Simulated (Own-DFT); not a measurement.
# How strain changes the stress of wurtzite GaN, 96 atoms (Ga48N48)

Calculated results; nothing here was measured. The program, named Own-DFT, is a retired in-house plane-wave density functional code that no person has reviewed. Each row is one single-point run on a periodic cell that was not relaxed, without spin or spin-orbit coupling.

Settings of every run: PBE; PseudoDojo norm-conserving scalar-relativistic files (stringent for Ga); cutoff 96 hartree; 3 x 4 x 3 k mesh centred on Gamma; Gaussian smearing of 0.01 eV.

Known limits: forces on such cells passed a denser k mesh, each cell not checked; stress not checked against mesh or cutoff.

Unstrained cell vectors in Å: (12.756, 0.000, 0.000); (-4.784, 8.285, 0.000); (0.000, 0.000, 10.370). The unstrained cell has measured lattice constants (interpolated for alloys), not those of this functional. That, the random moves and any unrelaxed bonds set the pressure at no strain. Each run strains this cell uniformly, with the atoms carried along. Every atom was also moved at random, by a Gaussian of width 0.05 Å on each axis. Strain is the symmetric tensor, in per cent. Stress is positive in tension, and the pressure is minus a third of its trace.

| run | e_xx (%) | e_yy (%) | e_zz (%) | s_xx (GPa) | s_yy (GPa) | s_zz (GPa) | P (GPa) | E (meV/atom) |
|---|---|---|---|---|---|---|---|---|
| 1 | 0.00 | 0.00 | -0.50 | -8.00 | -6.86 | -8.75 | 7.87 | 20.2 |
| 2 | 0.00 | 0.00 | -0.25 | -6.65 | -7.39 | -9.10 | 7.71 | 25.1 |
| 3 | 0.00 | 0.00 | 1.75 | -5.73 | -6.34 | 0.21 | 3.95 | 16.4 |
| 4 | 0.00 | 0.00 | 1.75 | -7.00 | -5.26 | 0.88 | 3.79 | 13.0 |
| 5 | 0.00 | 0.00 | -0.25 | -5.96 | -9.25 | -7.30 | 7.50 | 17.9 |
| 6 | 0.00 | 0.00 | -1.25 | -6.98 | -7.66 | -14.06 | 9.57 | 27.4 |
| 7 | 0.00 | 0.00 | 0.75 | -7.20 | -7.35 | -2.34 | 5.63 | 12.4 |
| 8 | 0.00 | 0.00 | 0.75 | -5.60 | -7.71 | -3.96 | 5.75 | 20.9 |
| 9 | 0.00 | 0.00 | -0.50 | -7.45 | -7.15 | -9.56 | 8.05 | 14.6 |
| 10 | 0.00 | 0.00 | 2.75 | -3.89 | -5.17 | 4.08 | 1.66 | 0.0 |
| 11 | 0.00 | 0.00 | -1.25 | -6.48 | -7.77 | -14.42 | 9.56 | 24.0 |
| 12 | 0.00 | 0.00 | 2.75 | -5.54 | -5.62 | 4.05 | 2.37 | 19.9 |
| 13 | 0.00 | 0.00 | 1.50 | ? | ? | ? | ? | ? |

E is the free energy for each atom above the lowest run shown.

## Worked fit

The change of volume is close to e_xx + e_yy + e_zz. A straight line through the runs shown gives P = 7.13 - 187 x (fractional change of volume) GPa, with an error of 4 on the slope and a scatter of 0.19 GPa. The strain isn't the same on all axes and the cell isn't cubic, so the slope belongs to this path and is not the bulk modulus.

## Withheld run

Question: what pressure should run 13 give? Its volume changes by 1.50 %.

The line gives 4.3 GPa. The calculation gave 4.27 GPa.
